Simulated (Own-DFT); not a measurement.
## Calculated data, HfO$_{2}$ (monoclinic hafnia, atoms displaced)

All values are calculated (Own-DFT development build). A calculation, not a measurement: plane-wave density functional theory by an unreviewed code, no spin, of a simulated periodic cell, stress positive in tension, run twice, with PBE and with PBEsol, both on files made for PBE, so the change isn't that of files made for PBEsol, hafnium file: forces about 75 meV/angstrom off all-electron values; oxygen file: force components 24 meV/angstrom off all-electron in one glass; forces on such cells passed a denser k mesh, this cell's mesh not checked; the far tail of each file's local potential was reset to the Coulomb form; each entry is a single point on an unrelaxed cell, so the pressure reflects the starting lattice, mostly measured values (interpolated for alloys), from which strain is counted, and rises with the displacements; printed positions are rounded, which can move forces by about a meV/angstrom; the program, named Own-DFT, is a retired in-house code; no spin-orbit coupling; stress was not checked against mesh or cutoff.

Common to all runs: functional PBE, then PBEsol; potential files PseudoDojo norm-conserving, scalar-relativistic, standard set; wave cutoff 72 hartree; occupations Fermi-Dirac; smearing width 0.1 eV; k mesh 2 x 2 x 2 centred on Gamma.

```yaml
- entry: 1
  formula: HfO2
  kind: "monoclinic hafnia, atoms displaced"
  structure:
    cell_angstrom: [[10.234, 0.0, 0.0], [0.0, 10.35, 0.0], [-1.6955, 0.0, 10.4453]]
    atoms_fractional:
      - [Hf, 0.13293, 0.02389, 0.09196]
      - [Hf, 0.3673, 0.26483, 0.14867]
      - [Hf, 0.36566, 0.48253, 0.3973]
      - [Hf, 0.13932, 0.23027, 0.34843]
      - [O, 0.03727, 0.17111, 0.17753]
      - [O, 0.4655, 0.41805, 0.07916]
      - [O, 0.45735, 0.34143, 0.31697]
      - [O, 0.03788, 0.09251, 0.42534]
      - [O, 0.22407, 0.38127, 0.24864]
      - [O, 0.27762, 0.135, 0.01345]
      - [O, 0.27522, 0.12745, 0.25801]
      - [O, 0.22592, 0.36815, 0.49438]
      - [Hf, 0.1412, 0.01559, 0.60777]
      - [Hf, 0.36137, 0.27083, 0.64542]
      - [Hf, 0.35752, 0.47732, 0.90272]
      - [Hf, 0.13817, 0.23685, 0.85674]
      - [O, 0.03073, 0.17022, 0.67193]
      - [O, 0.46578, 0.41275, 0.57247]
      - [O, 0.4595, 0.33298, 0.82948]
      - [O, 0.0408, 0.08303, 0.91958]
      - [O, 0.23125, 0.37836, 0.73873]
      - [O, 0.27089, 0.13548, 0.50513]
      - [O, 0.26802, 0.1219, 0.76493]
      - [O, 0.2214, 0.36507, 0.98939]
      - [Hf, 0.13216, 0.51269, 0.10382]
      - [Hf, 0.35812, 0.77321, 0.14702]
      - [Hf, 0.35926, 0.98226, 0.39619]
      - [Hf, 0.14372, 0.72811, 0.34716]
      - [O, 0.03201, 0.66262, 0.17091]
      - [O, 0.46725, 0.92103, 0.08281]
      - [O, 0.45775, 0.83074, 0.33358]
      - [O, 0.03841, 0.58083, 0.4281]
      - [O, 0.22665, 0.87746, 0.24306]
      - [O, 0.27514, 0.62935, 0.01818]
      - [O, 0.27338, 0.61542, 0.25693]
      - [O, 0.22414, 0.87119, 0.49488]
      - [Hf, 0.13907, 0.51169, 0.60025]
      - [Hf, 0.35848, 0.76455, 0.64621]
      - [Hf, 0.35862, 0.9816, 0.89043]
      - [Hf, 0.1396, 0.72205, 0.85627]
      - [O, 0.03517, 0.66952, 0.67165]
      - [O, 0.46051, 0.90403, 0.58126]
      - [O, 0.46813, 0.83616, 0.83133]
      - [O, 0.0513, 0.58947, 0.9291]
      - [O, 0.22099, 0.88298, 0.74085]
      - [O, 0.27205, 0.63422, 0.50128]
      - [O, 0.28068, 0.6167, 0.76644]
      - [O, 0.2234, 0.86501, 0.98703]
      - [Hf, 0.63129, 0.02059, 0.10308]
      - [Hf, 0.86616, 0.26505, 0.13909]
      - [Hf, 0.85702, 0.48398, 0.39638]
      - [Hf, 0.64124, 0.22425, 0.35048]
      - [O, 0.53672, 0.16447, 0.17826]
      - [O, 0.96707, 0.41833, 0.08273]
      - [O, 0.95928, 0.33098, 0.32753]
      - [O, 0.53909, 0.08312, 0.42475]
      - [O, 0.71526, 0.37636, 0.23345]
      - [O, 0.78415, 0.13493, 0.01672]
      - [O, 0.76987, 0.12735, 0.25297]
      - [O, 0.71823, 0.37588, 0.49086]
      - [Hf, 0.63724, 0.02096, 0.6101]
      - [Hf, 0.86808, 0.27133, 0.64885]
      - [Hf, 0.85901, 0.48168, 0.9004]
      - [Hf, 0.63513, 0.23157, 0.84772]
      - [O, 0.5345, 0.16501, 0.67374]
      - [O, 0.95772, 0.41345, 0.57348]
      - [O, 0.97378, 0.32894, 0.82665]
      - [O, 0.52972, 0.08382, 0.91409]
      - [O, 0.72788, 0.37788, 0.73574]
      - [O, 0.77617, 0.12909, 0.50786]
      - [O, 0.77252, 0.12717, 0.75757]
      - [O, 0.72774, 0.36653, 0.99133]
      - [Hf, 0.64024, 0.51878, 0.10623]
      - [Hf, 0.86369, 0.76675, 0.14173]
      - [Hf, 0.87267, 0.98988, 0.39463]
      - [Hf, 0.64149, 0.73031, 0.34897]
      - [O, 0.54194, 0.66726, 0.16811]
      - [O, 0.96802, 0.915, 0.07313]
      - [O, 0.96015, 0.84377, 0.32504]
      - [O, 0.54147, 0.58218, 0.42087]
      - [O, 0.72585, 0.88002, 0.24175]
      - [O, 0.76772, 0.63131, 0.00955]
      - [O, 0.76772, 0.61828, 0.27001]
      - [O, 0.72109, 0.86694, 0.48946]
      - [Hf, 0.62848, 0.5196, 0.60576]
      - [Hf, 0.86089, 0.76632, 0.64738]
      - [Hf, 0.85917, 0.98734, 0.89521]
      - [Hf, 0.64079, 0.72639, 0.84653]
      - [O, 0.53214, 0.66982, 0.66711]
      - [O, 0.96913, 0.9184, 0.57885]
      - [O, 0.96015, 0.83353, 0.82564]
      - [O, 0.533, 0.58311, 0.91716]
      - [O, 0.72913, 0.88056, 0.75026]
      - [O, 0.78083, 0.62581, 0.50645]
      - [O, 0.77964, 0.61778, 0.76544]
      - [O, 0.72147, 0.8672, 0.99944]
  results:
    "PBE_pressure [GPa]": 5.5
    "PBE_stress_xx [GPa]": -5.87
    "PBE_stress_yy [GPa]": -5.3
    "PBE_stress_zz [GPa]": -5.35
    "PBE_stress_yz [GPa]": 0.07
    "PBE_stress_xz [GPa]": -0.55
    "PBE_stress_xy [GPa]": 0.31
    "PBEsol_pressure [GPa]": -0.95
    "PBEsol_stress_xx [GPa]": 0.62
    "PBEsol_stress_yy [GPa]": 1.12
    "PBEsol_stress_zz [GPa]": 1.12
    "PBEsol_stress_yz [GPa]": 0.07
    "PBEsol_stress_xz [GPa]": -0.18
    "PBEsol_stress_xy [GPa]": 0.28
    force_element: [Hf, Hf, Hf, Hf, O, O, O, O, O, O, O, O, Hf, Hf, Hf, Hf, O, O, O, O, O, O, O, O, Hf, Hf, Hf, Hf, O, O, O, O, O, O, O, O, Hf, Hf, Hf, Hf, O, O, O, O, O, O, O, O, Hf, Hf, Hf, Hf, O, O, O, O, O, O, O, O, Hf, Hf, Hf, Hf, O, O, O, O, O, O, O, O, Hf, Hf, Hf, Hf, O, O, O, O, O, O, O, O, Hf, Hf, Hf, Hf, O, O, O, O, O, O, O, O]
    "PBE_force_x [eV/angstrom]": [0.84, -0.579, -0.287, -0.425, 0.446, -0.224, 1.572, -0.343, -0.388, -0.118, 0.333, -0.006, -0.823, -0.567, 1.373, 1.454, 1.346, -0.288, 1.033, -0.943, -1.009, 0.918, 0.837, -0.011, 2.63, 1.37, 0.541, -1.497, -0.039, -1.352, 0.516, -0.186, -0.708, 0.726, 0.087, -0.263, -1.123, -0.729, 0.137, 0.669, 0.635, 1.308, -0.25, -3.848, 0.669, 0.45, -0.474, 0.207, 1.517, -1.335, 0.387, -0.145, -0.767, -1.093, 0.106, -1.102, 0.691, -0.857, 0.947, 0.019, 0.375, -1.092, 0.594, -0.456, -0.561, 1.647, -2.571, 1.121, -0.545, -0.114, 0.184, 0.286, -1.323, -1.008, -1.654, -0.948, -1.351, -0.304, 1.838, -0.84, -0.253, 1.399, 1.804, 0.338, 2.242, 0.918, 0.286, -1.82, 0.662, -0.717, 0.478, 0.145, -0.686, -0.612, -0.068, 0.617]
    "PBE_force_y [eV/angstrom]": [-0.534, 1.67, -0.375, 1.403, -1.392, -0.319, -0.932, -0.763, -0.096, -1.438, -1.296, 0.817, 1.19, -0.346, 0.764, -1.775, -1.079, -0.133, -0.391, -0.055, -0.05, -0.926, 0.11, 1.333, 1.012, -0.632, -0.539, 0.252, 0.119, -0.44, -0.222, 0.41, 0.688, -0.467, 0.814, 0.175, 1.14, 0.992, -0.925, 2.611, -0.957, 2.119, -0.257, -2.88, -0.849, -0.722, 0.377, 1.118, -0.935, 1.808, -1.809, 1.999, -0.047, -0.172, 0.231, -0.472, 0.037, -2.137, -0.918, -0.669, -1.169, -0.22, -0.784, 0.387, 0.226, 1.02, 2.515, 0.44, 0.453, 0.058, -0.86, 0.891, -0.037, 1.995, -0.855, 1.212, 0.805, 0.003, -1.782, -0.185, 0.351, -0.977, 0.121, 0.606, -0.352, 1.064, -1.859, 1.014, -0.467, -0.253, 0.073, -0.357, 0.388, 0.55, 0.123, 0.623]
    "PBE_force_z [eV/angstrom]": [1.797, 0.052, -1.138, 1.481, -1.773, -0.324, 1.308, -0.088, -1.192, -0.733, 0.101, -0.061, -0.54, -0.162, -0.034, -1.115, 0.038, 0.715, -0.234, -0.206, 0.321, 0.903, -0.785, 0.922, 1.69, -0.081, 0.498, 1.217, 0.296, -0.315, -0.541, -1.056, -0.722, -0.4, 0.154, -0.848, -0.188, 0.303, 0.669, -1.311, 0.129, -0.368, -0.397, -0.263, 0.276, 1.062, -0.775, 0.598, 0.138, 2.844, 0.174, 1.391, -0.788, -1.245, -0.1, 0.241, 0.309, -2.346, 0.628, -0.611, -1.852, -1.791, -0.528, 1.061, -0.339, 0.648, 1.011, 0.764, 1.387, 0.498, 0.699, -1.115, -0.202, 1.133, 0.633, 1.316, 0.05, -0.054, -0.576, 0.236, -0.563, -0.109, -2.138, 0.902, -1.387, -1.028, 0.257, 2.051, 0.412, -0.141, 0.715, -0.049, -1.036, 1.457, -0.568, -1.267]
    "PBEsol_force_x [eV/angstrom]": [0.805, -0.568, -0.279, -0.406, 0.436, -0.221, 1.502, -0.34, -0.327, -0.186, 0.27, 0.053, -0.804, -0.574, 1.35, 1.427, 1.305, -0.284, 0.999, -0.913, -0.921, 0.834, 0.763, 0.045, 2.572, 1.314, 0.521, -1.42, -0.026, -1.305, 0.484, -0.172, -0.617, 0.646, 0.011, -0.188, -1.097, -0.697, 0.137, 0.66, 0.606, 1.255, -0.256, -3.727, 0.716, 0.38, -0.523, 0.258, 1.474, -1.32, 0.357, -0.117, -0.743, -1.059, 0.109, -1.062, 0.713, -0.873, 0.852, 0.082, 0.377, -1.05, 0.531, -0.45, -0.525, 1.603, -2.503, 1.092, -0.479, -0.169, 0.109, 0.36, -1.302, -0.993, -1.594, -0.895, -1.294, -0.298, 1.767, -0.824, -0.199, 1.314, 1.685, 0.377, 2.188, 0.914, 0.282, -1.782, 0.65, -0.681, 0.447, 0.15, -0.612, -0.642, -0.133, 0.667]
    "PBEsol_force_y [eV/angstrom]": [-0.475, 1.67, -0.424, 1.329, -1.327, -0.298, -0.923, -0.772, -0.104, -1.406, -1.24, 0.812, 1.175, -0.274, 0.707, -1.775, -1.023, -0.098, -0.4, -0.065, -0.065, -0.902, 0.097, 1.307, 1.051, -0.577, -0.595, 0.194, 0.133, -0.413, -0.207, 0.367, 0.631, -0.452, 0.812, 0.18, 1.143, 1.036, -0.944, 2.506, -0.909, 2.066, -0.255, -2.818, -0.809, -0.702, 0.374, 1.089, -0.899, 1.796, -1.793, 1.896, -0.022, -0.156, 0.204, -0.473, 0.042, -2.082, -0.874, -0.629, -1.081, -0.175, -0.808, 0.33, 0.24, 1.007, 2.415, 0.418, 0.432, 0.051, -0.841, 0.883, 0.006, 2.022, -0.882, 1.128, 0.779, 0.031, -1.738, -0.205, 0.326, -0.964, 0.117, 0.58, -0.327, 1.079, -1.879, 0.95, -0.448, -0.219, 0.058, -0.355, 0.372, 0.52, 0.136, 0.605]
    "PBEsol_force_z [eV/angstrom]": [1.702, 0.094, -1.109, 1.422, -1.686, -0.363, 1.227, -0.061, -1.158, -0.716, 0.103, -0.039, -0.546, -0.137, -0.028, -1.111, 0.087, 0.656, -0.287, -0.126, 0.314, 0.872, -0.756, 0.877, 1.631, -0.058, 0.506, 1.172, 0.327, -0.35, -0.589, -0.969, -0.688, -0.399, 0.163, -0.817, -0.239, 0.295, 0.656, -1.286, 0.181, -0.396, -0.439, -0.201, 0.255, 1.026, -0.738, 0.583, 0.132, 2.806, 0.217, 1.318, -0.715, -1.27, -0.152, 0.277, 0.288, -2.278, 0.614, -0.597, -1.835, -1.722, -0.494, 0.994, -0.271, 0.59, 0.93, 0.782, 1.358, 0.478, 0.683, -1.089, -0.205, 1.121, 0.652, 1.271, 0.11, -0.106, -0.609, 0.292, -0.564, -0.114, -2.072, 0.881, -1.412, -0.964, 0.269, 1.997, 0.458, -0.184, 0.642, 0.001, -1.004, 1.399, -0.536, -1.229]
    "rms_change_of_force_components_from_PBE_to_PBEsol [eV/angstrom]": 0.045
- entry: 2
  formula: HfO2
  kind: "monoclinic hafnia, atoms displaced"
  structure:
    cell_angstrom: [[10.234, 0.0, 0.0], [0.0, 10.35, 0.0], [-1.6955, 0.0, 10.4453]]
    atoms_fractional:
      - [Hf, 0.13281, 0.0112, 0.1007]
      - [Hf, 0.36055, 0.2691, 0.15018]
      - [Hf, 0.3533, 0.47339, 0.392]
      - [Hf, 0.13505, 0.23122, 0.3602]
      - [O, 0.03668, 0.17132, 0.17613]
      - [O, 0.45921, 0.40929, 0.07627]
      - [O, 0.46441, 0.3433, 0.31899]
      - [O, 0.03443, 0.0886, 0.41599]
      - [O, 0.22841, 0.38356, 0.23919]
      - [O, 0.27529, 0.12042, 0.01054]
      - [O, 0.27962, 0.12923, 0.26855]
      - [O, 0.22827, 0.37616, 0.49499]
      - [Hf, 0.13812, 0.01544, 0.6016]
      - [Hf, 0.35152, 0.26169, 0.64335]
      - [Hf, 0.364, 0.48713, 0.89674]
      - [Hf, 0.13384, 0.22499, 0.85505]
      - [O, 0.03341, 0.17398, 0.67989]
      - [O, 0.46393, 0.42011, 0.57627]
      - [O, 0.46014, 0.33057, 0.82477]
      - [O, 0.04105, 0.09107, 0.92151]
      - [O, 0.21958, 0.37819, 0.73871]
      - [O, 0.27386, 0.12455, 0.51653]
      - [O, 0.28243, 0.11401, 0.76073]
      - [O, 0.21731, 0.36631, 0.98137]
      - [Hf, 0.14245, 0.52948, 0.10338]
      - [Hf, 0.36973, 0.77012, 0.14624]
      - [Hf, 0.35883, 0.97595, 0.39175]
      - [Hf, 0.14165, 0.72829, 0.34895]
      - [O, 0.04064, 0.66455, 0.17665]
      - [O, 0.46772, 0.91451, 0.08022]
      - [O, 0.46183, 0.83729, 0.32605]
      - [O, 0.04114, 0.5854, 0.43027]
      - [O, 0.2277, 0.87638, 0.24513]
      - [O, 0.26658, 0.63156, 0.00792]
      - [O, 0.27881, 0.62156, 0.25016]
      - [O, 0.21998, 0.87685, 0.48695]
      - [Hf, 0.14077, 0.52017, 0.60285]
      - [Hf, 0.36977, 0.76981, 0.64553]
      - [Hf, 0.36606, 0.97938, 0.89696]
      - [Hf, 0.14991, 0.73352, 0.86221]
      - [O, 0.03308, 0.66045, 0.67256]
      - [O, 0.46526, 0.91039, 0.5826]
      - [O, 0.46019, 0.83363, 0.83279]
      - [O, 0.03586, 0.58341, 0.91959]
      - [O, 0.22602, 0.88922, 0.7402]
      - [O, 0.2763, 0.62749, 0.51145]
      - [O, 0.26366, 0.6131, 0.75688]
      - [O, 0.22065, 0.86828, 0.995]
      - [Hf, 0.64542, 0.01872, 0.10892]
      - [Hf, 0.86526, 0.265, 0.14634]
      - [Hf, 0.86311, 0.4754, 0.39847]
      - [Hf, 0.62838, 0.23147, 0.35475]
      - [O, 0.53851, 0.16198, 0.18082]
      - [O, 0.96979, 0.41969, 0.08028]
      - [O, 0.96871, 0.33884, 0.32687]
      - [O, 0.53861, 0.0892, 0.4335]
      - [O, 0.72928, 0.37811, 0.24246]
      - [O, 0.77481, 0.13384, 0.00675]
      - [O, 0.77292, 0.12389, 0.25915]
      - [O, 0.72294, 0.36898, 0.50404]
      - [Hf, 0.64306, 0.025, 0.60877]
      - [Hf, 0.86292, 0.27816, 0.64965]
      - [Hf, 0.85723, 0.48172, 0.88905]
      - [Hf, 0.64376, 0.23073, 0.86518]
      - [O, 0.5456, 0.169, 0.66816]
      - [O, 0.9598, 0.41799, 0.58004]
      - [O, 0.9641, 0.33128, 0.81578]
      - [O, 0.53673, 0.07464, 0.92106]
      - [O, 0.72124, 0.37272, 0.74577]
      - [O, 0.78117, 0.13229, 0.50483]
      - [O, 0.77896, 0.12046, 0.75879]
      - [O, 0.72524, 0.37273, 0.98306]
      - [Hf, 0.63535, 0.52545, 0.11075]
      - [Hf, 0.86069, 0.76625, 0.1384]
      - [Hf, 0.86671, 0.98357, 0.40025]
      - [Hf, 0.64233, 0.72916, 0.3642]
      - [O, 0.5529, 0.66586, 0.18526]
      - [O, 0.96513, 0.91861, 0.08027]
      - [O, 0.96218, 0.83998, 0.33105]
      - [O, 0.53225, 0.57873, 0.43057]
      - [O, 0.72457, 0.87815, 0.24702]
      - [O, 0.77793, 0.62999, 0.01268]
      - [O, 0.77333, 0.62271, 0.26164]
      - [O, 0.72926, 0.87695, 0.49134]
      - [Hf, 0.62808, 0.52055, 0.6074]
      - [Hf, 0.85466, 0.77429, 0.63512]
      - [Hf, 0.86, 0.97852, 0.88579]
      - [Hf, 0.64156, 0.72797, 0.86057]
      - [O, 0.54228, 0.66366, 0.68175]
      - [O, 0.96578, 0.92245, 0.57235]
      - [O, 0.95542, 0.83319, 0.82958]
      - [O, 0.52671, 0.58841, 0.93364]
      - [O, 0.72091, 0.87703, 0.7351]
      - [O, 0.77157, 0.6206, 0.51072]
      - [O, 0.7706, 0.62269, 0.75655]
      - [O, 0.73304, 0.86982, 0.99229]
  results:
    "PBE_pressure [GPa]": 5.77
    "PBE_stress_xx [GPa]": -5.35
    "PBE_stress_yy [GPa]": -5.8
    "PBE_stress_zz [GPa]": -6.16
    "PBE_stress_yz [GPa]": -0.37
    "PBE_stress_xz [GPa]": -0.54
    "PBE_stress_xy [GPa]": -0.66
    "PBEsol_pressure [GPa]": -0.7
    "PBEsol_stress_xx [GPa]": 1.11
    "PBEsol_stress_yy [GPa]": 0.63
    "PBEsol_stress_zz [GPa]": 0.35
    "PBEsol_stress_yz [GPa]": -0.36
    "PBEsol_stress_xz [GPa]": -0.18
    "PBEsol_stress_xy [GPa]": -0.62
    force_element: [Hf, Hf, Hf, Hf, O, O, O, O, O, O, O, O, Hf, Hf, Hf, Hf, O, O, O, O, O, O, O, O, Hf, Hf, Hf, Hf, O, O, O, O, O, O, O, O, Hf, Hf, Hf, Hf, O, O, O, O, O, O, O, O, Hf, Hf, Hf, Hf, O, O, O, O, O, O, O, O, Hf, Hf, Hf, Hf, O, O, O, O, O, O, O, O, Hf, Hf, Hf, Hf, O, O, O, O, O, O, O, O, Hf, Hf, Hf, Hf, O, O, O, O, O, O, O, O]
    "PBE_force_x [eV/angstrom]": [0.911, -0.734, 1.406, 0.556, 0.736, 1.197, 0.498, 0.074, -0.762, 0.362, -0.2, -0.563, -0.092, 2.062, -1.636, 2.401, 1.41, -1.434, 0.362, -3.002, 0.677, 0.062, -0.457, 0.713, -1.486, -0.077, 0.399, -1.368, -1.395, 0.285, 1.163, -0.822, -0.071, 2.241, 0.406, 0.36, -1.312, -1.226, -0.889, -2.992, -0.988, 0.645, 1.265, -0.135, -0.172, 0.808, 1.562, 0.508, -0.692, 0.231, -0.244, 1.997, -0.833, -0.807, 0.145, -1.326, -0.558, 0.298, 0.589, -0.186, -0.293, -0.984, 1.879, -1.695, -1.493, 1.191, -0.708, 0.909, -0.044, -0.343, 0.044, -0.101, 1.022, 0.39, -1.14, -0.084, -3.062, -0.503, 1.507, 0.116, -0.075, -0.696, 1.183, -0.697, 1.533, 1.972, 0.404, -0.358, -2.073, -0.406, 1.404, 1.622, -0.251, 0.255, 0.426, -0.721]
    "PBE_force_y [eV/angstrom]": [2.326, -0.629, 1.61, 0.281, -1.08, 1.404, -0.435, -0.412, -0.274, 0.215, -0.977, -1.524, 1.487, 1.746, -4.017, 2.304, -2.241, -1.523, 0.378, -3.292, -0.466, 0.159, 1.107, 1.016, -3.256, 0.21, 1.533, 0.231, 1.138, -0.191, -0.959, 0.053, 0.4, 0.409, 0.225, -0.736, 0.135, -0.228, 1.409, -1.3, 1.629, 0.692, -1.825, 0.716, -2.1, 0.932, 1.571, 0.27, 0.344, 1.947, 0.31, -0.088, -0.111, -0.295, -0.222, -0.852, 0.417, -0.999, -0.255, 0.359, 0.919, -1.485, -1.071, 0.093, 0.591, 0.801, 1.958, 0.634, 1.047, -0.291, -0.497, 0.779, -2.777, 0.969, 0.802, -0.411, 1.389, -0.402, -1.689, 1.489, 0.009, -0.688, -0.136, -1.003, -2.15, -1.711, 0.808, 0.412, 1.56, -0.968, -0.58, 1.274, -0.182, 1.67, -0.026, 0.185]
    "PBE_force_z [eV/angstrom]": [0.775, -1.836, 1.127, -1.069, -0.41, 0.099, 0.669, 0.828, -0.009, 0.848, 0.066, -1.036, 1.075, 2.151, -1.088, -0.877, -1.936, 0.14, 0.665, 1.26, -0.566, -0.998, -0.299, 1.367, -1.024, 0.545, 1.387, 1.669, -0.339, 0.215, 0.199, -1.655, -1.232, 0.128, 1.221, -0.081, 1.431, 0.349, 0.242, -3.216, 0.123, -0.84, -0.429, 0.15, 0.317, -0.509, 1.087, 0.272, 0.125, 0.041, 0.483, 1.152, -0.956, -0.514, 0.274, -0.88, -0.292, 0.77, -0.245, -1.901, -0.841, -1.401, 0.734, -2.889, 0.721, -0.9, 2.759, 0.422, -0.006, 0.742, 0.61, 1.406, -0.174, 2.849, -1.617, -0.235, -0.803, -0.468, -0.904, -1.267, -1.097, -0.696, 0.415, -0.138, -0.617, 1.846, 0.917, -0.88, 0.45, 1.257, -0.46, -0.051, 0.705, 0.037, 1.063, -0.501]
    "PBEsol_force_x [eV/angstrom]": [0.895, -0.718, 1.372, 0.526, 0.696, 1.148, 0.46, 0.08, -0.66, 0.289, -0.242, -0.482, -0.051, 1.979, -1.607, 2.331, 1.373, -1.39, 0.345, -2.911, 0.723, -0.005, -0.497, 0.753, -1.45, -0.102, 0.358, -1.332, -1.334, 0.264, 1.106, -0.779, -0.005, 2.111, 0.315, 0.409, -1.271, -1.174, -0.864, -2.901, -0.943, 0.602, 1.227, -0.107, -0.101, 0.722, 1.452, 0.543, -0.676, 0.233, -0.239, 1.951, -0.794, -0.791, 0.132, -1.264, -0.483, 0.215, 0.517, -0.107, -0.275, -0.953, 1.813, -1.613, -1.434, 1.144, -0.704, 0.88, 0.033, -0.404, -0.02, -0.031, 1.004, 0.357, -1.113, -0.05, -2.963, -0.48, 1.463, 0.135, -0.023, -0.744, 1.072, -0.606, 1.489, 1.892, 0.378, -0.334, -2.013, -0.405, 1.334, 1.598, -0.171, 0.187, 0.346, -0.638]
    "PBEsol_force_y [eV/angstrom]": [2.299, -0.553, 1.526, 0.212, -1.026, 1.392, -0.461, -0.409, -0.263, 0.192, -0.946, -1.479, 1.473, 1.746, -3.979, 2.222, -2.15, -1.454, 0.361, -3.227, -0.454, 0.159, 1.085, 0.995, -3.128, 0.274, 1.442, 0.188, 1.126, -0.185, -0.945, 0.024, 0.375, 0.402, 0.227, -0.686, 0.19, -0.156, 1.352, -1.351, 1.583, 0.66, -1.781, 0.696, -2.039, 0.89, 1.526, 0.259, 0.384, 1.936, 0.252, -0.158, -0.083, -0.275, -0.245, -0.835, 0.413, -0.965, -0.243, 0.363, 0.966, -1.394, -1.098, 0.073, 0.554, 0.789, 1.883, 0.603, 1.009, -0.309, -0.499, 0.739, -2.643, 0.993, 0.734, -0.459, 1.363, -0.392, -1.646, 1.43, 0.006, -0.653, -0.124, -0.995, -2.063, -1.626, 0.726, 0.354, 1.548, -0.922, -0.537, 1.217, -0.175, 1.651, -0.024, 0.172]
    "PBEsol_force_z [eV/angstrom]": [0.704, -1.747, 1.125, -1.085, -0.339, 0.069, 0.612, 0.85, 0.007, 0.814, 0.08, -1.012, 1.024, 2.129, -1.036, -0.892, -1.816, 0.077, 0.612, 1.268, -0.576, -0.957, -0.304, 1.321, -1.015, 0.576, 1.37, 1.6, -0.289, 0.173, 0.138, -1.566, -1.19, 0.11, 1.175, -0.09, 1.389, 0.364, 0.245, -3.135, 0.141, -0.85, -0.471, 0.204, 0.311, -0.492, 1.08, 0.264, 0.115, 0.077, 0.506, 1.089, -0.87, -0.543, 0.234, -0.819, -0.278, 0.756, -0.257, -1.842, -0.84, -1.337, 0.736, -2.852, 0.74, -0.929, 2.628, 0.467, 0.01, 0.727, 0.606, 1.334, -0.179, 2.794, -1.546, -0.277, -0.74, -0.507, -0.915, -1.174, -1.08, -0.676, 0.394, -0.12, -0.656, 1.828, 0.904, -0.894, 0.481, 1.154, -0.489, -0.008, 0.68, 0.032, 1.055, -0.488]
    "rms_change_of_force_components_from_PBE_to_PBEsol [eV/angstrom]": 0.05
```
